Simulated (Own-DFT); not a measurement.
# Response to strain: wurtzite AlN, 72 atoms (Al36N36)

These are calculations, not measurements. The program, named Own-DFT, is a retired in-house plane-wave density functional code that no person has reviewed. Each row is one single-point run on a periodic cell that was not relaxed, without spin or spin-orbit coupling.

Settings of every run: PBE; PseudoDojo norm-conserving scalar-relativistic files; cutoff 42 hartree; 4 x 4 x 3 k mesh centred on Gamma; Gaussian smearing of 0.01 eV.

Known limits: k mesh not checked against a denser one; stress not checked against mesh or cutoff.

Unstrained cell vectors in Å: (9.336, 0.000, 0.000); (-4.668, 8.085, 0.000); (0.000, 0.000, 9.964). The unstrained cell has measured lattice constants (interpolated for alloys), not those of this functional. That, the random moves and any unrelaxed bonds set the pressure at no strain. Each run strains this cell uniformly, with the atoms carried along. Every atom was also moved at random, by a Gaussian of width 0.05 Å on each axis. Strain is the symmetric tensor, in per cent. Stress is positive in tension, and the pressure is minus a third of its trace.

| run | e_xx (%) | e_yy (%) | e_zz (%) | s_xx (GPa) | s_yy (GPa) | s_zz (GPa) | P (GPa) | E (meV/atom) |
|---|---|---|---|---|---|---|---|---|
| 1 | -0.25 | -0.25 | 0.00 | -6.01 | -7.42 | -7.33 | 6.92 | 21.4 |
| 2 | -0.75 | -0.75 | 0.00 | -8.97 | -10.54 | -7.07 | 8.86 | 13.6 |
| 3 | -2.25 | -2.25 | 0.00 | -21.03 | -20.63 | -6.14 | 15.94 | 34.3 |
| 4 | -2.00 | -2.00 | 0.00 | -21.03 | -19.33 | -6.01 | 15.46 | 57.7 |
| 5 | 1.25 | 1.25 | 0.00 | -0.28 | 2.68 | -4.56 | 0.72 | 13.5 |
| 6 | 2.25 | 2.25 | 0.00 | 6.26 | 6.78 | -2.98 | -3.35 | 6.3 |
| 7 | -1.75 | -1.75 | 0.00 | -16.18 | -15.79 | -9.82 | 13.93 | 37.0 |
| 8 | 2.00 | 2.00 | 0.00 | 4.32 | 4.81 | -1.73 | -2.47 | 0.0 |
| 9 | -0.50 | -0.50 | 0.00 | ? | ? | ? | ? | ? |

E is the free energy for each atom above the lowest run shown.

## Worked fit

The change of volume is close to e_xx + e_yy + e_zz. A straight line through the runs shown gives P = 6.25 - 218 x (fractional change of volume) GPa, with an error of 4 on the slope and a scatter of 0.42 GPa. The strain isn't the same on all axes and the cell isn't cubic, so the slope belongs to this path and is not the bulk modulus.

## Withheld run

Question: what pressure should run 9 give? Its volume changes by -1.00 %.

The line gives 8.4 GPa. The calculation gave 8.59 GPa.
